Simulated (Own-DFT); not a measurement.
Simulation results for Hf36O71 (tetragonal hafnia with one neutral oxygen vacancy, atoms displaced)

All values are calculated (Own-DFT development build). A calculation, not a measurement: plane-wave PBE and HSE06 DFT by an unreviewed code, no spin, of a simulated cell at Gamma alone, so results move with cell size and shape, stress positive in tension, energies less offsets, not probed for a lower state with spin; hafnium file: forces about 75 meV/angstrom off all-electron values; oxygen file: force components 24 meV/angstrom off all-electron in a glass; k mesh not checked against a denser one; forces and stress are PBE's, HSE06 gives the energy alone, and its difference from PBE has offsets of its own; offsets are fitted by least squares, one for each functional and potential file, so energies compare only between cells with the same atoms and settings and are not formation energies; the far tail of each file's local potential was reset to the Coulomb form; each entry is a single point on an unrelaxed cell, so the pressure reflects the starting lattice, taken from the Materials Project, from which strain is counted, and rises with the displacements; printed positions are rounded, which can move forces by about a meV/angstrom; the program is a retired in-house code; no spin-orbit coupling.

Settings shared by all entries: first functional PBE; second functional HSE06; exact exchange share 0.25; screening 0.11 1/bohr; exchange divergence Gygi-Baldereschi; potential files PseudoDojo norm-conserving, scalar-relativistic, made for PBE, standard set; wave cutoff 48 hartree; occupations fixed; k mesh 1 x 1 x 1 centred on Gamma.

(1) 
```cif
# cell vector a (Å): 10.7800 0.0000 0.0000
# cell vector b (Å): 0.0000 10.7800 0.0000
# cell vector c (Å): 0.0000 0.0000 10.4493
data_Hf36O71
_symmetry_space_group_name_H-M 'P 1'
_symmetry_Int_Tables_number 1
_cell_length_a 10.7800
_cell_length_b 10.7800
_cell_length_c 10.4493
_cell_angle_alpha 90.000
_cell_angle_beta 90.000
_cell_angle_gamma 90.000
_cell_volume 1214.30
loop_
_atom_site_label
_atom_site_type_symbol
_atom_site_fract_x
_atom_site_fract_y
_atom_site_fract_z
_atom_site_occupancy
Hf1 Hf 0.99492 0.00158 0.99580 1
Hf2 Hf 0.16313 0.16597 0.24539 1
O1 O 0.00528 0.16488 0.15234 1
O2 O 0.16850 0.00064 0.35048 1
O3 O 0.00184 0.16702 0.39906 1
O4 O 0.17806 0.99825 0.09510 1
Hf3 Hf 0.00247 0.00169 0.49372 1
Hf4 Hf 0.16830 0.17336 0.74925 1
O5 O 0.99446 0.16114 0.65853 1
O6 O 0.16643 0.00353 0.85360 1
O7 O 0.99961 0.16775 0.90256 1
O8 O 0.16186 0.99598 0.60143 1
Hf5 Hf 0.99716 0.33133 0.00705 1
Hf6 Hf 0.16575 0.51122 0.24917 1
O9 O 0.99496 0.49678 0.15180 1
O10 O 0.15891 0.34432 0.35639 1
O11 O 0.01182 0.50968 0.40000 1
O12 O 0.16162 0.34065 0.09157 1
Hf7 Hf 0.99749 0.33105 0.49598 1
Hf8 Hf 0.16206 0.50198 0.74974 1
O13 O 0.99882 0.49480 0.64480 1
O14 O 0.17210 0.33727 0.84298 1
O15 O 0.00539 0.50912 0.89312 1
O16 O 0.16901 0.33974 0.60703 1
Hf9 Hf 0.00503 0.66084 0.00480 1
Hf10 Hf 0.17045 0.84254 0.24819 1
O17 O 0.99697 0.83560 0.15702 1
O18 O 0.16291 0.66488 0.34933 1
O19 O 0.99913 0.84202 0.41030 1
O20 O 0.17230 0.65533 0.09745 1
Hf11 Hf 0.99551 0.66128 0.51393 1
Hf12 Hf 0.16906 0.83640 0.74419 1
O21 O 0.99446 0.83489 0.65314 1
O22 O 0.16253 0.66773 0.85375 1
O23 O 0.99605 0.83697 0.91148 1
O24 O 0.16663 0.66600 0.60588 1
Hf13 Hf 0.32374 0.99993 0.99723 1
Hf14 Hf 0.50214 0.17384 0.24432 1
O25 O 0.33011 0.16082 0.15535 1
O26 O 0.49925 0.00037 0.35135 1
O27 O 0.33737 0.16319 0.40403 1
O28 O 0.49086 0.99778 0.10173 1
Hf15 Hf 0.33531 0.99572 0.49330 1
Hf16 Hf 0.50118 0.15927 0.74374 1
O29 O 0.32860 0.16925 0.65029 1
O30 O 0.49316 0.99832 0.84570 1
O31 O 0.33585 0.16448 0.90157 1
O32 O 0.50096 0.00209 0.60524 1
Hf17 Hf 0.34041 0.33970 0.99410 1
Hf18 Hf 0.49582 0.50016 0.25350 1
O33 O 0.34032 0.49978 0.15039 1
O34 O 0.34141 0.49740 0.40143 1
O35 O 0.49837 0.33614 0.09514 1
Hf19 Hf 0.33263 0.33011 0.50035 1
Hf20 Hf 0.49406 0.50204 0.75405 1
O36 O 0.33263 0.50407 0.64690 1
O37 O 0.50296 0.33314 0.84982 1
O38 O 0.33352 0.50383 0.90213 1
O39 O 0.50590 0.33241 0.59238 1
Hf21 Hf 0.33264 0.66842 0.99554 1
Hf22 Hf 0.50056 0.82878 0.25888 1
O40 O 0.33087 0.82970 0.15502 1
O41 O 0.49530 0.66662 0.34033 1
O42 O 0.32885 0.83926 0.40952 1
O43 O 0.50601 0.67249 0.09714 1
Hf23 Hf 0.33628 0.67329 0.51070 1
Hf24 Hf 0.49741 0.84019 0.74823 1
O44 O 0.33160 0.82757 0.65760 1
O45 O 0.50244 0.67440 0.85728 1
O46 O 0.33109 0.84063 0.90193 1
O47 O 0.49627 0.66964 0.59709 1
Hf25 Hf 0.66678 0.99688 0.00033 1
Hf26 Hf 0.83647 0.16776 0.25849 1
O48 O 0.66921 0.16718 0.15842 1
O49 O 0.83183 0.00327 0.35155 1
O50 O 0.66768 0.16273 0.40608 1
O51 O 0.82960 0.99533 0.09295 1
Hf27 Hf 0.66430 0.99998 0.49737 1
Hf28 Hf 0.83628 0.15978 0.75346 1
O52 O 0.67044 0.15117 0.65549 1
O53 O 0.83553 0.00879 0.84149 1
O54 O 0.67478 0.16887 0.90462 1
O55 O 0.83374 0.00378 0.59505 1
Hf29 Hf 0.66450 0.33052 0.99886 1
Hf30 Hf 0.82626 0.50172 0.25454 1
O56 O 0.66243 0.49119 0.14923 1
O57 O 0.84463 0.32947 0.35337 1
O58 O 0.66803 0.49291 0.40348 1
O59 O 0.83491 0.34005 0.09254 1
Hf31 Hf 0.67409 0.32865 0.50487 1
Hf32 Hf 0.82636 0.50215 0.75788 1
O60 O 0.66513 0.49803 0.64604 1
O61 O 0.82929 0.33226 0.85112 1
O62 O 0.66503 0.49379 0.90251 1
O63 O 0.83457 0.33811 0.60933 1
Hf33 Hf 0.66826 0.67270 0.00968 1
Hf34 Hf 0.83362 0.84534 0.24658 1
O64 O 0.66734 0.83019 0.14636 1
O65 O 0.83855 0.66415 0.34920 1
O66 O 0.66032 0.83006 0.40004 1
O67 O 0.83149 0.67010 0.09960 1
Hf35 Hf 0.66707 0.65712 0.49837 1
Hf36 Hf 0.83770 0.83840 0.74437 1
O68 O 0.66569 0.83592 0.64944 1
O69 O 0.83437 0.66994 0.84405 1
O70 O 0.66526 0.84273 0.89907 1
O71 O 0.83380 0.66989 0.60163 1
_calc_PBE_energy_of_cell_above_offsets '-97.098'  # eV
_calc_HSE06_less_PBE_above_offsets '0.015'  # eV
_calc_PBE_pressure 2.19  # GPa
_calc_PBE_stress_xx -2.01  # GPa
_calc_PBE_stress_yy -2.31  # GPa
_calc_PBE_stress_zz -2.25  # GPa
_calc_PBE_stress_yz -1.4  # GPa
_calc_PBE_stress_xz 0.43  # GPa
_calc_PBE_stress_xy 0.09  # GPa
```

Force:
| element | x (eV/Å) | y (eV/Å) | z (eV/Å) |
| --- | --- | --- | --- |
| Hf | 1.267 | -0.071 | -0.156 |
| Hf | 1.982 | 1.484 | 1.133 |
| O | -1.728 | -0.252 | -0.446 |
| O | -0.042 | 0.737 | -0.43 |
| O | 0.074 | -0.325 | -0.237 |
| O | -4.451 | -0.229 | 2.17 |
| Hf | -0.462 | 0.089 | 2.14 |
| Hf | -0.554 | -0.396 | 0.397 |
| O | 1.947 | 0.629 | -1.196 |
| O | -0.364 | -0.278 | -0.989 |
| O | 0.11 | 0.275 | 0.493 |
| O | 1.159 | -0.224 | -0.463 |
| Hf | 0.157 | 0.975 | -1.806 |
| Hf | -0.108 | -1.449 | 0.325 |
| O | 0.024 | 0.755 | 0.073 |
| O | 0.591 | -1.931 | -1.023 |
| O | -1.379 | -1.372 | 0.59 |
| O | 1.55 | -0.505 | 0.567 |
| Hf | 1.292 | 1.987 | 1.086 |
| Hf | -0.391 | -0.181 | -0.452 |
| O | -0.404 | 0.92 | 0.598 |
| O | 0.02 | -0.233 | 0.718 |
| O | -0.544 | -1.627 | 0.785 |
| O | -0.691 | -0.858 | -1.162 |
| Hf | -0.69 | 0.573 | -0.658 |
| Hf | -0.834 | -1.57 | 0.555 |
| O | 1.326 | 0.245 | 0.058 |
| O | 0.934 | 2.299 | -0.102 |
| O | -0.135 | -1.784 | -0.841 |
| O | -0.905 | 0.417 | 0.266 |
| Hf | 1.109 | 0.371 | -1.936 |
| Hf | -1.398 | 0.347 | 1.671 |
| O | 1.697 | -0.29 | 0.147 |
| O | 0.668 | 1.003 | -0.395 |
| O | -0.053 | -0.586 | -0.521 |
| O | -0.087 | 0.52 | -0.186 |
| Hf | 3.293 | 0.978 | -0.667 |
| Hf | -1.178 | -0.774 | 0.674 |
| O | 0.199 | 1.101 | 0.119 |
| O | 0.08 | 0.009 | 0.059 |
| O | 0.002 | 0.885 | -0.247 |
| O | 1.648 | 0.106 | -0.689 |
| Hf | -0.087 | 2.886 | 1.751 |
| Hf | -0.468 | 0.559 | 0.723 |
| O | 1.034 | -0.113 | -0.005 |
| O | 0.663 | 0.915 | 0.153 |
| O | -0.113 | 1.192 | -0.068 |
| O | -1.078 | -0.308 | -0.944 |
| Hf | -1.519 | -1.238 | 0.385 |
| Hf | -0.147 | -1.502 | -0.535 |
| O | -0.711 | 0.054 | -0.167 |
| O | 0.426 | 0.418 | 0.276 |
| O | 0.067 | -1.017 | 0.856 |
| Hf | -0.33 | 0.541 | -0.145 |
| Hf | 0.937 | 0.239 | -0.066 |
| O | 0.556 | 0.008 | 0.97 |
| O | -0.707 | -0.053 | -0.741 |
| O | 0.483 | 0.003 | -0.81 |
| O | -0.566 | -0.423 | -0.13 |
| Hf | 1.115 | 0.971 | 0.556 |
| Hf | 0.352 | 1.864 | -2.336 |
| O | 0.283 | -0.543 | 0.35 |
| O | 0.206 | -0.496 | 1.813 |
| O | 0.246 | -2.236 | -1.244 |
| O | -1.339 | -0.15 | 0.48 |
| Hf | -1.658 | -2.024 | -1.284 |
| Hf | 1.672 | -0.778 | 0.919 |
| O | 0.445 | 0.199 | -1.121 |
| O | -0.395 | -0.865 | -1.441 |
| O | -0.31 | -1.837 | -0.442 |
| O | 1.549 | -0.108 | 0.195 |
| Hf | -2.169 | 0.687 | 0.105 |
| Hf | -0.533 | 0.194 | -1.076 |
| O | 0.41 | 0.146 | -0.079 |
| O | -0.102 | 0.039 | -0.678 |
| O | -0.026 | 1.328 | -0.563 |
| O | 0.692 | 0.232 | 0.933 |
| Hf | 0.276 | -0.959 | 1.3 |
| Hf | -0.677 | 3.371 | -0.984 |
| O | -0.698 | 0.915 | -0.333 |
| O | 0.348 | -3.394 | 2.028 |
| O | -0.964 | -1.39 | 0.166 |
| O | 0.143 | -0.621 | -0.484 |
| Hf | 0.925 | 0.68 | -0.221 |
| Hf | 0.707 | 0.039 | -1.169 |
| O | 0.586 | 0.806 | 1.044 |
| O | -0.509 | 0.845 | 0.01 |
| O | -0.021 | 0.258 | -0.601 |
| O | -0.697 | -0.796 | 1.504 |
| Hf | -0.474 | 0.128 | 0.595 |
| Hf | 0.386 | -1.057 | -0.233 |
| O | -0.496 | 0.85 | 0.71 |
| O | 0.585 | 0.541 | -0.139 |
| O | 0.166 | 1.627 | -0.288 |
| O | -0.206 | -0.488 | -1.466 |
| Hf | -0.315 | -0.23 | -1.977 |
| Hf | -0.189 | -2.055 | 0.472 |
| O | -0.045 | 0.637 | 0.97 |
| O | -0.861 | 0.79 | 0.133 |
| O | 0.317 | -0.247 | -0.068 |
| O | 0.78 | -0.491 | 0.28 |
| Hf | 0.455 | 1.229 | 0.817 |
| Hf | -1.809 | -0.423 | 0.817 |
| O | 0.046 | -0.139 | 0.141 |
| O | -0.358 | 0.253 | 0.45 |
| O | 0.403 | -0.918 | 0.117 |
| O | -1.41 | -0.318 | -0.196 |

(2) 
```cif
# cell vector a (Å): 10.7800 0.0000 0.0000
# cell vector b (Å): 0.0000 10.7800 0.0000
# cell vector c (Å): 0.0000 0.0000 10.4493
data_Hf36O71
_symmetry_space_group_name_H-M 'P 1'
_symmetry_Int_Tables_number 1
_cell_length_a 10.7800
_cell_length_b 10.7800
_cell_length_c 10.4493
_cell_angle_alpha 90.000
_cell_angle_beta 90.000
_cell_angle_gamma 90.000
_cell_volume 1214.30
loop_
_atom_site_label
_atom_site_type_symbol
_atom_site_fract_x
_atom_site_fract_y
_atom_site_fract_z
_atom_site_occupancy
Hf1 Hf 0.00628 0.99530 0.99755 1
Hf2 Hf 0.17904 0.16308 0.24989 1
O1 O 0.98994 0.16530 0.15669 1
O2 O 0.16131 0.00055 0.34666 1
O3 O 0.00025 0.17368 0.40403 1
O4 O 0.17620 0.98857 0.09436 1
Hf3 Hf 0.99379 0.99626 0.49651 1
Hf4 Hf 0.16229 0.15986 0.74467 1
O5 O 0.99911 0.15031 0.65261 1
O6 O 0.16793 0.00830 0.83288 1
O7 O 0.00952 0.16468 0.90758 1
O8 O 0.16707 0.99447 0.60952 1
Hf5 Hf 0.00212 0.32201 0.99518 1
Hf6 Hf 0.16420 0.50258 0.24228 1
O9 O 0.99456 0.50261 0.16414 1
O10 O 0.15902 0.33488 0.34526 1
O11 O 0.00474 0.49617 0.40193 1
O12 O 0.15509 0.32863 0.08707 1
Hf7 Hf 0.99905 0.32052 0.50540 1
Hf8 Hf 0.16484 0.49601 0.74489 1
O13 O 0.00272 0.50047 0.64937 1
O14 O 0.16190 0.32151 0.84734 1
O15 O 0.00582 0.50760 0.90143 1
O16 O 0.15994 0.32676 0.58548 1
Hf9 Hf 0.99302 0.66658 0.00593 1
Hf10 Hf 0.16351 0.82872 0.26655 1
O17 O 0.00369 0.82252 0.15619 1
O18 O 0.15243 0.67499 0.35502 1
O19 O 0.00532 0.83178 0.39113 1
O20 O 0.16690 0.67934 0.09887 1
Hf11 Hf 0.99712 0.65910 0.49690 1
Hf12 Hf 0.16888 0.84290 0.74288 1
O21 O 0.98919 0.83783 0.66526 1
O22 O 0.16837 0.66720 0.84999 1
O23 O 0.01602 0.82243 0.90062 1
O24 O 0.16898 0.67883 0.59392 1
Hf13 Hf 0.33927 0.98571 0.00511 1
Hf14 Hf 0.50435 0.16343 0.24449 1
O25 O 0.32257 0.16212 0.13888 1
O26 O 0.49162 0.00054 0.34240 1
O27 O 0.34825 0.16872 0.39072 1
O28 O 0.49610 0.00404 0.09622 1
Hf15 Hf 0.33028 0.00987 0.49293 1
Hf16 Hf 0.50599 0.16209 0.74174 1
O29 O 0.33789 0.17224 0.65775 1
O30 O 0.49547 0.00155 0.85205 1
O31 O 0.33148 0.17682 0.90086 1
O32 O 0.50755 0.99091 0.59891 1
Hf17 Hf 0.33748 0.33861 0.00950 1
Hf18 Hf 0.51513 0.50745 0.25661 1
O33 O 0.32367 0.49265 0.14887 1
O34 O 0.51025 0.33497 0.34965 1
O35 O 0.32206 0.49311 0.40228 1
O36 O 0.51716 0.33576 0.09426 1
Hf19 Hf 0.32743 0.34068 0.50008 1
Hf20 Hf 0.49438 0.51742 0.74088 1
O37 O 0.33800 0.50530 0.65807 1
O38 O 0.51019 0.34470 0.86136 1
O39 O 0.50303 0.33833 0.59491 1
Hf21 Hf 0.33525 0.65995 0.99843 1
Hf22 Hf 0.50619 0.84045 0.24959 1
O40 O 0.32537 0.81974 0.15859 1
O41 O 0.50596 0.66479 0.35614 1
O42 O 0.32510 0.82631 0.39576 1
O43 O 0.48386 0.66171 0.10051 1
Hf23 Hf 0.33701 0.66454 0.50792 1
Hf24 Hf 0.50964 0.83176 0.74925 1
O44 O 0.33135 0.82084 0.65027 1
O45 O 0.49667 0.67083 0.84016 1
O46 O 0.32699 0.83859 0.89351 1
O47 O 0.49445 0.65436 0.59037 1
Hf25 Hf 0.65743 0.00189 0.00465 1
Hf26 Hf 0.83587 0.17230 0.25643 1
O48 O 0.66699 0.17274 0.14493 1
O49 O 0.82845 0.00103 0.35787 1
O50 O 0.67089 0.15063 0.39667 1
O51 O 0.83477 0.99467 0.09102 1
Hf27 Hf 0.66007 0.99430 0.48619 1
Hf28 Hf 0.82938 0.17512 0.73399 1
O52 O 0.66180 0.16825 0.64549 1
O53 O 0.82880 0.99860 0.83508 1
O54 O 0.66591 0.17087 0.91265 1
O55 O 0.83918 0.99760 0.59145 1
Hf29 Hf 0.67223 0.33662 0.98881 1
Hf30 Hf 0.80597 0.50864 0.25115 1
O56 O 0.65600 0.50015 0.15253 1
O57 O 0.83431 0.33115 0.34650 1
O58 O 0.67283 0.49873 0.41065 1
O59 O 0.83200 0.32686 0.09173 1
Hf31 Hf 0.65615 0.33343 0.50846 1
Hf32 Hf 0.82436 0.50009 0.75160 1
O60 O 0.66702 0.51309 0.65290 1
O61 O 0.82253 0.33721 0.84658 1
O62 O 0.66166 0.51115 0.89973 1
O63 O 0.82981 0.34276 0.58430 1
Hf33 Hf 0.65724 0.67097 0.00680 1
Hf34 Hf 0.83314 0.83853 0.23770 1
O64 O 0.68532 0.82688 0.15066 1
O65 O 0.82936 0.66720 0.35261 1
O66 O 0.67190 0.84125 0.39915 1
O67 O 0.83511 0.65890 0.09187 1
Hf35 Hf 0.66821 0.66730 0.50258 1
Hf36 Hf 0.83919 0.84811 0.75693 1
O68 O 0.66308 0.84060 0.65318 1
O69 O 0.82672 0.66198 0.85746 1
O70 O 0.67007 0.83099 0.90831 1
O71 O 0.84582 0.66945 0.61087 1
_calc_PBE_stress_yy ?
_calc_PBE_stress_xx ?
```

To be estimated
1. What PBE stress yy does the calculation give for Hf36O71 (tetragonal hafnia with one neutral oxygen vacancy, atoms displaced) (entry 2)?
2. Hf36O71 (tetragonal hafnia with one neutral oxygen vacancy, atoms displaced) (entry 2): PBE stress xx?
3. Give the table of force values for Hf36O71 (tetragonal hafnia with one neutral oxygen vacancy, atoms displaced) (entry 2).

Calculated values
1. -3.01 GPa
2. -7.61 GPa
3. 
Force:
| element | x (eV/Å) | y (eV/Å) | z (eV/Å) |
| --- | --- | --- | --- |
| Hf | 0.69 | -0.375 | 0.739 |
| Hf | -3.052 | 1.546 | -0.503 |
| O | 2.554 | -0.835 | -0.416 |
| O | 1.077 | 1.462 | 1.307 |
| O | -0.305 | -3.138 | -0.289 |
| O | -2.159 | 0.642 | -0.12 |
| Hf | 0.675 | -0.521 | -0.596 |
| Hf | 1.943 | 2.317 | 1.213 |
| O | -1.367 | 1.501 | -0.413 |
| O | -0.392 | -2.046 | 2.945 |
| O | -1.149 | -1.969 | -1.298 |
| O | 0.838 | 0.567 | -3.277 |
| Hf | -1.031 | 2.93 | 0.636 |
| Hf | -2.724 | 0.547 | 1.525 |
| O | -0.601 | 0.311 | -0.598 |
| O | 1.415 | -1.462 | -0.676 |
| O | -0.39 | -0.021 | 1.293 |
| O | 2.328 | 0.211 | 1.742 |
| Hf | -0.806 | 4.005 | -2.679 |
| Hf | -1.537 | 1.348 | 2.87 |
| O | -0.413 | -0.429 | 0.496 |
| O | -0.09 | 2.36 | -1.519 |
| O | -0.238 | -2.076 | 0.053 |
| O | 2.451 | 0.073 | 1.887 |
| Hf | 2.9 | -1.326 | -1.231 |
| Hf | 0.142 | -0.271 | -2.722 |
| O | -1.634 | 1.039 | -0.876 |
| O | 1.016 | -3.443 | -0.297 |
| O | -1.382 | 1.035 | 2.274 |
| O | 0.477 | -1.726 | -0.08 |
| Hf | 1.198 | -0.719 | -0.204 |
| Hf | -0.446 | -2.856 | 1.222 |
| O | 3.119 | 0.708 | -2.128 |
| O | 1.458 | -1.349 | -1.381 |
| O | -1.314 | 2.843 | 0.48 |
| O | -0.964 | -0.933 | 0.246 |
| Hf | -2.669 | 1.92 | -2.284 |
| Hf | 0.344 | 2.725 | -0.738 |
| O | 2.745 | 0.671 | 1.262 |
| O | 0.36 | -0.832 | 0.488 |
| O | -1.262 | 0.444 | 0.874 |
| O | 1.577 | -1.072 | 2.307 |
| Hf | -0.188 | -2.128 | 1.203 |
| Hf | -2.611 | 1.206 | 3.562 |
| O | -0.163 | -0.61 | -2.006 |
| O | 1.153 | -0.458 | -0.493 |
| O | 0.79 | -1.24 | 0.559 |
| O | -2.541 | 1.107 | -0.514 |
| Hf | 0.656 | -0.805 | -2.252 |
| Hf | -4.944 | -2.157 | 0.449 |
| O | 2.193 | -0.049 | -0.336 |
| O | 0.15 | 0.015 | -0.398 |
| O | 0.776 | 1.713 | 0.174 |
| O | -3.135 | -0.362 | 1.684 |
| Hf | 0.145 | -1.135 | -0.586 |
| Hf | 2.334 | -3.389 | 3.238 |
| O | -2.897 | -1.06 | -1.505 |
| O | -1.024 | -0.57 | -2.931 |
| O | -2.275 | 0.113 | 1.301 |
| Hf | -4.729 | 0.526 | -1.362 |
| Hf | -2.466 | -2.173 | 0.028 |
| O | 3.634 | 1.692 | -0.352 |
| O | 0.554 | 1.365 | -0.727 |
| O | 1.462 | 1.49 | 1.353 |
| O | 3.614 | 0.457 | 1.055 |
| Hf | -3.698 | 1.313 | -1.798 |
| Hf | -2.535 | 2.053 | 0.185 |
| O | 2.468 | 0.555 | -0.251 |
| O | -0.289 | 0.627 | 1.502 |
| O | 0.638 | -0.97 | 0.868 |
| O | 2.939 | 0.852 | 1.19 |
| Hf | 2.574 | 1.391 | -1.662 |
| Hf | -0.696 | 0.058 | -0.848 |
| O | -0.104 | -1.797 | 1.436 |
| O | 1.362 | -0.596 | -1.917 |
| O | -1.442 | 2.97 | -0.253 |
| O | -0.279 | -0.512 | -0.137 |
| Hf | 2.148 | 1.007 | 2.762 |
| Hf | 0.181 | -1.117 | 1.598 |
| O | 1.635 | 0.399 | -0.327 |
| O | 0.078 | 4.852 | 2.214 |
| O | 0.051 | -2.466 | -2.287 |
| O | -2.742 | 0.504 | 0.664 |
| Hf | -0.794 | 0.621 | 0.565 |
| Hf | 6.833 | -1.734 | 0.848 |
| O | 1.237 | 1.144 | -1.599 |
| O | -0.95 | 1.257 | -0.381 |
| O | -0.601 | 0.588 | -1.141 |
| O | 0.116 | 0.801 | 0.363 |
| Hf | 1.892 | -1.076 | -2.917 |
| Hf | 2.294 | 2.982 | 0.766 |
| O | -0.554 | -0.364 | -1.038 |
| O | 0.748 | -1.334 | -1.466 |
| O | 0.394 | -0.027 | 0.679 |
| O | -0.451 | -1.22 | 2.467 |
| Hf | 2.122 | -1.283 | -2.241 |
| Hf | 5.069 | 0.509 | 3.324 |
| O | -6.362 | -0.071 | -1.339 |
| O | -0.867 | 0.57 | -0.283 |
| O | -1.218 | -2.97 | -1.297 |
| O | -3.437 | -0.061 | 2.28 |
| Hf | 1.997 | 0.473 | 0.914 |
| Hf | -1.442 | -5.817 | -1.334 |
| O | 1.519 | -1.289 | -0.635 |
| O | 0.17 | 1.177 | -0.728 |
| O | -1.296 | 0.938 | 0.024 |
| O | -2.58 | -0.291 | -1.451 |

Further results for Hf36O71 (tetragonal hafnia with one neutral oxygen vacancy, atoms displaced) (entry 2):

| Item | Value |
| --- | --- |
| PBE energy of cell above offsets | -86.909 eV |
| HSE06 less PBE above offsets | 0.691 eV |
| PBE pressure | 5.41 GPa |
| PBE stress zz | -5.62 GPa |
| PBE stress yz | -1.52 GPa |
| PBE stress xz | 1.18 GPa |
| PBE stress xy | -0.19 GPa |
